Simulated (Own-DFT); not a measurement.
Si₁₂O₂₃ (quartz with two neutral oxygen vacancies, atoms displaced) (calculated)

Computed with Own-DFT development build. A calculation, not a measurement: plane-wave PBE and HSE06 DFT by an unreviewed code, no spin, of a simulated cell at Gamma alone, so results move with cell size and shape, stress positive in tension, energies less offsets, not probed for a lower state with spin; oxygen file: force components 24 meV/angstrom off all-electron in a glass; k mesh not checked against a denser one; forces and stress are PBE's, HSE06 gives the energy alone, and its difference from PBE has offsets of its own; offsets are fitted by least squares, one for each functional and potential file, so energies compare only between cells with the same atoms and settings and are not formation energies; the far tail of each file's local potential was reset to the Coulomb form; each entry is a single point on an unrelaxed cell, so the pressure reflects the starting lattice, mostly measured values (interpolated for alloys), from which strain is counted, and rises with the displacements; printed positions are rounded, which can move forces by about a meV/angstrom; the program, named Own-DFT, is a retired in-house code; no spin-orbit coupling.

Common to all runs: first functional PBE; second functional HSE06; exact exchange share 0.25; screening 0.11 1/bohr; exchange divergence Gygi-Baldereschi; potential files PseudoDojo norm-conserving, scalar-relativistic, made for PBE, standard set; wave cutoff 48 hartree; occupations fixed; k mesh 1 x 1 x 1 centred on Gamma.

(1) Si₁₂O₂₃ (quartz with two neutral oxygen vacancies, atoms displaced)

```
CELL_PARAMETERS angstrom
9.82680 0.00000 0.00000
-4.91340 8.51030 0.00000
0.00000 0.00000 10.81040
ATOMIC_POSITIONS crystal
Si 0.23688 0.00253 0.00242
Si 0.99384 0.22751 0.33332
Si 0.27072 0.26298 0.16567
O 0.21265 0.13752 0.06016
O 0.42815 0.29918 0.22702
O 0.36447 0.07648 0.39145
O 0.07568 0.37088 0.43818
O 0.13052 0.20573 0.27651
O 0.29808 0.42769 0.10425
Si 0.23426 0.99327 0.49397
Si 0.99576 0.23336 0.83454
Si 0.26493 0.25924 0.67061
O 0.20782 0.13817 0.55798
O 0.42399 0.29355 0.72683
O 0.36776 0.07693 0.89239
O 0.06902 0.36779 0.93779
O 0.13664 0.20505 0.77321
O 0.29302 0.42552 0.60780
Si 0.23732 0.49512 0.00437
Si 0.00207 0.73487 0.33505
Si 0.26166 0.76612 0.17049
O 0.42641 0.79651 0.22249
O 0.36024 0.56475 0.39382
O 0.07008 0.86232 0.43824
O 0.13365 0.70743 0.27338
Si 0.24016 0.50371 0.50484
Si 0.99671 0.73002 0.83000
Si 0.26653 0.76926 0.66781
O 0.20672 0.63072 0.55997
O 0.42599 0.79158 0.72835
O 0.36782 0.56725 0.89204
O 0.07458 0.86317 0.94265
O 0.13669 0.70504 0.77691
O 0.29029 0.92980 0.60588
Si 0.72965 0.99643 0.99558
Si 0.49602 0.22920 0.33264
Si 0.76567 0.26426 0.16775
O 0.70536 0.13058 0.06084
O 0.92471 0.29605 0.22804
O 0.86869 0.07449 0.39776
O 0.57181 0.36805 0.43858
O 0.62993 0.20570 0.27097
O 0.78724 0.42303 0.10767
Si 0.73375 0.00203 0.49611
Si 0.49382 0.22583 0.83582
Si 0.76149 0.26451 0.66977
O 0.71156 0.13627 0.55799
O 0.92732 0.29453 0.72856
O 0.86638 0.07227 0.89322
O 0.57663 0.36528 0.94253
O 0.63642 0.20606 0.77559
O 0.79406 0.42469 0.60642
Si 0.73425 0.50481 0.00028
Si 0.50189 0.73395 0.33496
Si 0.76440 0.75869 0.16165
O 0.70469 0.63485 0.05983
O 0.92018 0.79284 0.22633
O 0.86255 0.57045 0.39080
O 0.57460 0.86737 0.44341
O 0.63146 0.71000 0.26984
O 0.78658 0.91341 0.10681
Si 0.73721 0.50167 0.49760
Si 0.49679 0.72697 0.82820
Si 0.76508 0.76508 0.67241
O 0.70839 0.63641 0.55885
O 0.92810 0.79621 0.72464
O 0.86580 0.57586 0.89759
O 0.58218 0.87385 0.94070
O 0.63508 0.71506 0.77123
O 0.79118 0.92415 0.60863
```

* PBE energy of cell above offsets: -19.754 eV
* HSE06 less PBE above offsets: -0.039 eV
* PBE pressure: 8.45 GPa
* PBE stress xx: -10.13 GPa
* PBE stress yy: -7.48 GPa
* PBE stress zz: -7.73 GPa
* PBE stress yz: 1.18 GPa
* PBE stress xz: 1.55 GPa
* PBE stress xy: -3.16 GPa

Force:
```tsv
element	x (eV/Å)	y (eV/Å)	z (eV/Å)
Si	1.487	-3.326	1.156
Si	0.705	4.215	0.544
Si	-3.694	1.452	1.925
O	-0.786	-0.713	-1.134
O	2.001	-0.109	0.933
O	0.019	-2.24	-0.167
O	-0.249	-0.7	-0.181
O	2.244	-0.126	-2.007
O	2.347	-2.05	2.528
Si	-2.939	2.962	1.935
Si	2.01	0.134	-0.975
Si	-1.793	1.607	-2.802
O	1.225	-2.572	-1.681
O	3.442	0.022	1.819
O	-1.427	-4.307	1.748
O	0.654	0.799	1.152
O	-2.614	-0.678	2.346
O	0.953	-0.576	1.443
Si	-3.751	3.07	-1.399
Si	-2.561	-1.677	-2.423
Si	1.007	0.228	-5.569
O	1.606	0.172	1.856
O	1.901	2.654	-1.946
O	0.011	1.236	1.348
O	-1.039	-0.873	1.87
Si	-0.882	-3.383	-1.279
Si	0.732	1.704	1.341
Si	0.154	-1.514	-0.778
O	-1.588	2.943	1.645
O	-0.72	0.801	-0.995
O	0.189	-0.079	-0.138
O	-0.367	-0.105	-0.778
O	-0.418	-0.029	-0.203
O	1.194	-0.816	1.026
Si	4.299	3.279	4.367
Si	0.607	3.886	-0.333
Si	-0.968	-0.274	-1.199
O	-0.072	0.192	0.076
O	1.24	-0.163	0.582
O	0.228	-1.428	-0.742
O	0.066	-0.582	-0.188
O	0.179	-0.735	0.432
O	-0.137	1.086	-0.284
Si	1.455	-0.653	3.409
Si	1.924	5.995	-2.199
Si	2.231	0.065	-1.574
O	-1.001	0.554	0.488
O	-0.846	0.165	-0.858
O	0.295	-0.589	-0.03
O	-0.981	-1.09	-1.042
O	-1.897	-0.87	1.455
O	-0.562	1.053	-0.371
Si	0.649	-2.231	1.122
Si	-1.906	-0.72	-0.326
Si	-1.734	1.25	3.161
O	-0.334	-2.461	-2.437
O	3.363	-0.177	1.863
O	1.348	0.861	-1.187
O	-1.418	-1.543	-1.096
O	0.928	-0.782	0.095
O	-1.604	3.763	-2.305
Si	-1.323	-1	1.52
Si	-1.201	1.781	3.534
Si	0.216	0.663	-4.072
O	0.18	-0.168	0.415
O	1.515	-0.091	0.805
O	0.669	0.007	-1.232
O	-4.447	-6.625	-4.453
O	0.617	-1.576	1.316
O	-0.632	1.034	-0.871
```

(2) Si₁₂O₂₃ (quartz with two neutral oxygen vacancies, atoms displaced)

```
CELL_PARAMETERS angstrom
9.82680 0.00000 0.00000
-4.91340 8.51030 0.00000
0.00000 0.00000 10.81040
ATOMIC_POSITIONS crystal
Si 0.22820 0.99698 0.00270
Si 0.99687 0.23869 0.33122
Si 0.26652 0.26705 0.16528
O 0.20499 0.12900 0.06006
O 0.42478 0.28860 0.22863
O 0.36643 0.07219 0.39232
O 0.08009 0.36670 0.44149
O 0.29298 0.42295 0.10492
Si 0.23042 0.99792 0.49529
Si 0.00031 0.23463 0.82709
Si 0.26816 0.26738 0.66557
O 0.20570 0.12833 0.56574
O 0.42473 0.29322 0.72373
O 0.36785 0.07149 0.88912
O 0.07260 0.35542 0.94106
O 0.12788 0.20139 0.77042
O 0.28808 0.42371 0.60780
Si 0.23427 0.50066 0.99653
Si 0.99680 0.73894 0.33427
Si 0.26670 0.76571 0.16807
O 0.19756 0.62528 0.06723
O 0.42642 0.79193 0.22920
O 0.37218 0.57810 0.38816
O 0.07355 0.86553 0.43337
O 0.13266 0.70859 0.27597
O 0.28859 0.92322 0.10714
Si 0.23414 0.50176 0.49356
Si 0.99893 0.72962 0.83409
Si 0.26176 0.75873 0.66997
O 0.20852 0.63382 0.55923
O 0.42952 0.79826 0.72172
O 0.36947 0.57155 0.89160
O 0.07970 0.87005 0.93997
O 0.13456 0.70845 0.77456
O 0.29562 0.92909 0.61015
Si 0.73508 0.00061 0.00000
Si 0.50147 0.23756 0.33414
Si 0.76592 0.26447 0.16429
O 0.70436 0.13329 0.06103
O 0.92802 0.29595 0.23338
O 0.57025 0.36653 0.43981
O 0.63671 0.20420 0.27552
O 0.79280 0.42639 0.10534
Si 0.73917 0.00629 0.50157
Si 0.50646 0.23567 0.83442
Si 0.76369 0.26555 0.66554
O 0.70991 0.13799 0.56250
O 0.92977 0.29951 0.72448
O 0.86520 0.07252 0.89687
O 0.57414 0.36661 0.93348
O 0.63020 0.20183 0.77125
O 0.79635 0.43170 0.60982
Si 0.73093 0.49733 0.99881
Si 0.49961 0.73046 0.32996
Si 0.76397 0.76759 0.16990
O 0.69980 0.63165 0.06019
O 0.92549 0.79577 0.22275
O 0.86376 0.57406 0.39097
O 0.57126 0.86961 0.43954
O 0.64103 0.70775 0.27403
O 0.79389 0.93024 0.10388
Si 0.73600 0.49748 0.50115
Si 0.49887 0.73060 0.83084
Si 0.76212 0.76343 0.66898
O 0.70735 0.63757 0.55933
O 0.92896 0.79721 0.72473
O 0.86303 0.57019 0.89465
O 0.58419 0.87293 0.93815
O 0.63909 0.70717 0.76947
O 0.79429 0.92694 0.60754
```

- PBE energy of cell above offsets: -20.890 eV
- HSE06 less PBE above offsets: 0.020 eV
- PBE pressure: 7.64 GPa
- PBE stress xx: -7.24 GPa
- PBE stress yy: -7.87 GPa
- PBE stress zz: -7.81 GPa
- PBE stress yz: -1.47 GPa
- PBE stress xz: -1.02 GPa
- PBE stress xy: -0.92 GPa

Force:
```tsv
element	x (eV/Å)	y (eV/Å)	z (eV/Å)
Si	4.026	1.693	-1.436
Si	4.406	-4.039	3.097
Si	-1.911	-2.293	2.153
O	-1.28	1.805	0.97
O	-0.391	0.777	-1.091
O	0.147	0.175	-0.409
O	-1.771	-1.227	-0.956
O	-0.49	2.449	-1.439
Si	1.909	0.43	2.8
Si	-0.823	-1.542	1.49
Si	-1.258	-1.526	0.387
O	-0.436	-0.37	-1.308
O	2.633	0.372	1.672
O	-0.77	-0.502	1.496
O	0.045	1.669	0.577
O	1.415	-0.009	-0.639
O	-0.648	1.932	-1.378
Si	-0.304	-1.294	1.297
Si	0.695	-2.49	-3.096
Si	-1.134	-0.508	0.807
O	0.563	-0.448	-1.144
O	-0.175	0.551	-1.334
O	-1.346	-3.499	1.846
O	-0.742	2.003	2.392
O	0.101	-0.064	-0.118
O	0.556	0.372	0.25
Si	2.578	1.172	2.237
Si	-1.708	2.124	-0.143
Si	-0.146	2.844	-2.386
O	-0.374	-0.324	-0.398
O	1.742	-0.723	1.636
O	-0.426	-0.518	0.203
O	-2.364	-3.578	-2.017
O	0.05	-1.306	0.999
O	-0.648	-0.856	-0.884
Si	0.429	1.806	0.524
Si	1.36	-1.902	-0.06
Si	-0.246	0.448	1.55
O	-0.061	-0.443	-0.675
O	-3.702	1.731	-4.016
O	0.354	0.98	1.11
O	-0.714	0.368	0.158
O	0.062	0.119	0.149
Si	1.121	-0.256	-2.507
Si	-3.271	-2.234	-2.276
Si	0.501	1.029	1.423
O	-0.73	-0.767	-1.036
O	-0.487	0.207	-0.256
O	1.244	1.628	-2.091
O	-0.309	1.543	1.899
O	1.494	0.003	-0.405
O	0.296	-0.163	0.348
Si	-0.601	1.073	1.384
Si	1.79	3.835	0.907
Si	0.77	0.587	-3.876
O	0.282	-0.135	-0.052
O	1.457	0.337	0.652
O	0.021	-0.398	0.106
O	0.651	-0.139	-0.445
O	-2.499	-0.913	2.356
O	1.152	-1.182	2.054
Si	-1.768	1.564	-0.316
Si	0.819	2.973	-0.431
Si	2.993	1.812	-3.055
O	0.645	-1.602	-1.12
O	1.126	-0.611	1.085
O	0.814	0.381	-0.843
O	-2.603	-3.916	-2.314
O	-3.929	-1.606	3.908
O	-0.173	0.593	0.025
```

(3) Si₁₂O₂₃ (quartz with two neutral oxygen vacancies, atoms displaced)

```
CELL_PARAMETERS angstrom
9.82680 0.00000 0.00000
-4.91340 8.51030 0.00000
0.00000 0.00000 10.81040
ATOMIC_POSITIONS crystal
Si 0.23465 0.99811 0.00757
Si 0.99937 0.22841 0.32981
Si 0.26995 0.26746 0.16825
O 0.20175 0.12949 0.05893
O 0.42771 0.29223 0.22638
O 0.36848 0.07852 0.38864
O 0.07235 0.36057 0.43609
O 0.12779 0.20069 0.27400
O 0.29272 0.43177 0.10859
Si 0.23265 0.99800 0.49921
Si 0.00480 0.23674 0.83354
Si 0.26876 0.26872 0.66767
O 0.43096 0.29760 0.72286
O 0.36873 0.07337 0.89212
O 0.06992 0.36650 0.94581
O 0.13388 0.19957 0.77334
O 0.29317 0.42114 0.60548
Si 0.23748 0.50352 0.00154
Si 0.00754 0.74291 0.33490
Si 0.26302 0.76088 0.16553
O 0.20485 0.62988 0.06095
O 0.42567 0.79513 0.22825
O 0.36834 0.57576 0.39597
O 0.13666 0.70907 0.27153
O 0.29913 0.93486 0.10837
Si 0.23736 0.50365 0.50085
Si 0.00402 0.73259 0.83989
Si 0.26422 0.77169 0.67175
O 0.20617 0.63227 0.55572
O 0.42407 0.79111 0.72432
O 0.36477 0.56814 0.89650
O 0.07415 0.86590 0.94211
O 0.13309 0.71115 0.77558
O 0.29921 0.93600 0.60617
Si 0.73888 0.00219 0.00110
Si 0.49986 0.23455 0.33706
Si 0.75965 0.25907 0.16177
O 0.70858 0.13789 0.05606
O 0.93377 0.29316 0.22804
O 0.86311 0.07337 0.38675
O 0.57141 0.36458 0.43983
O 0.63333 0.20725 0.27386
O 0.79638 0.42867 0.10551
Si 0.73755 0.00663 0.49840
Si 0.50401 0.23674 0.83481
Si 0.76659 0.26813 0.67113
O 0.70798 0.13068 0.55642
O 0.92881 0.29145 0.72822
O 0.87286 0.07568 0.89086
O 0.57493 0.36865 0.93960
O 0.63238 0.20279 0.77915
O 0.78853 0.42326 0.60611
Si 0.73601 0.50065 0.00225
Si 0.50104 0.73748 0.33133
Si 0.77055 0.76767 0.17028
O 0.70474 0.63856 0.06138
O 0.92444 0.78977 0.22969
O 0.86860 0.57489 0.38963
O 0.57659 0.86760 0.43577
O 0.62874 0.70204 0.27232
O 0.79502 0.92672 0.11022
Si 0.73352 0.50063 0.49904
Si 0.49602 0.72807 0.83083
Si 0.76682 0.76704 0.66445
O 0.70381 0.63993 0.55754
O 0.92579 0.79605 0.72530
O 0.86779 0.57267 0.89083
O 0.57756 0.87217 0.93577
O 0.63373 0.70584 0.77373
O 0.78946 0.92662 0.60817
```

- PBE energy of cell above offsets: -21.508 eV
- HSE06 less PBE above offsets: 0.135 eV
- PBE pressure: 6.45 GPa
- PBE stress xx: -7.97 GPa
- PBE stress yy: -5.55 GPa
- PBE stress zz: -5.84 GPa
- PBE stress yz: 1.4 GPa
- PBE stress xz: 0.42 GPa
- PBE stress xy: 1.21 GPa

Force:
```tsv
element	x (eV/Å)	y (eV/Å)	z (eV/Å)
Si	-0.207	1.357	-3.923
Si	-0.948	1.685	1.476
Si	-2.335	-0.712	-0.588
O	-0.723	1.823	1.165
O	0.688	0.551	0.047
O	-1.111	-3.092	1.638
O	0.844	1.659	1.676
O	4.008	-0.229	-1.969
O	1.376	-1.283	1.371
Si	-2.892	1.186	-1.381
Si	0.54	0.269	0.926
Si	0.857	-4.032	-1.024
O	1.743	0.169	1.239
O	-0.837	-0.68	1.027
O	0.309	0.009	-0.682
O	-0.128	0.336	0.249
O	-1.056	2.411	-0.978
Si	-0.859	-2.447	-0.032
Si	0.919	0.888	2.63
Si	0.471	2.279	-0.028
O	-1.211	1.267	-0.151
O	-0.367	0.294	-1.072
O	0.626	0.17	-0.783
O	-0.601	-0.707	0.483
O	2.085	-2.515	2.336
Si	-0.344	-2.911	-1.403
Si	-3.723	1.822	-1.936
Si	0.624	-0.854	-3.23
O	-1.677	2.721	2.641
O	0.627	-0.078	0.563
O	0.983	0.901	-1.62
O	-0.001	0.322	0.939
O	1.827	-0.752	-0.478
O	1.31	-1.554	1.52
Si	0.718	-0.585	-1.19
Si	0.885	1.201	-2.457
Si	1.962	2.93	3.658
O	0.065	-1.826	-1.726
O	-3.78	0.34	-3.119
O	-0.236	-1.9	0.881
O	0.037	1.421	1.254
O	0.53	-0.083	-0.429
O	0.545	-0.547	0.788
Si	1.784	-3.398	-1.146
Si	-2.205	-0.517	-0.479
Si	0.355	-2.084	-1.085
O	-2.479	3.943	2.927
O	-0.78	0.73	-0.937
O	-0.823	-1.379	1.341
O	-0.223	0.531	0.623
O	1.885	0.122	-1.203
O	-0.038	0.744	0.163
Si	-0.953	1.431	-0.512
Si	0.112	-0.904	0.785
Si	-2.545	-0.975	-0.244
O	1.119	-1.45	-1.124
O	1.27	1.007	-0.133
O	-0.433	-0.346	0.962
O	-0.077	1.007	0.994
O	1.081	0.038	-0.445
O	-0.491	1.347	-0.516
Si	-0.218	1.26	-0.364
Si	0.586	1.789	0.854
Si	-0.686	0.311	1.243
O	0.978	-2.226	-1.626
O	2.382	-0.455	1.662
O	-0.635	-1.51	1.04
O	-0.35	-0.993	-0.314
O	0.079	-0.451	-0.107
O	-0.237	1.206	-0.663
```
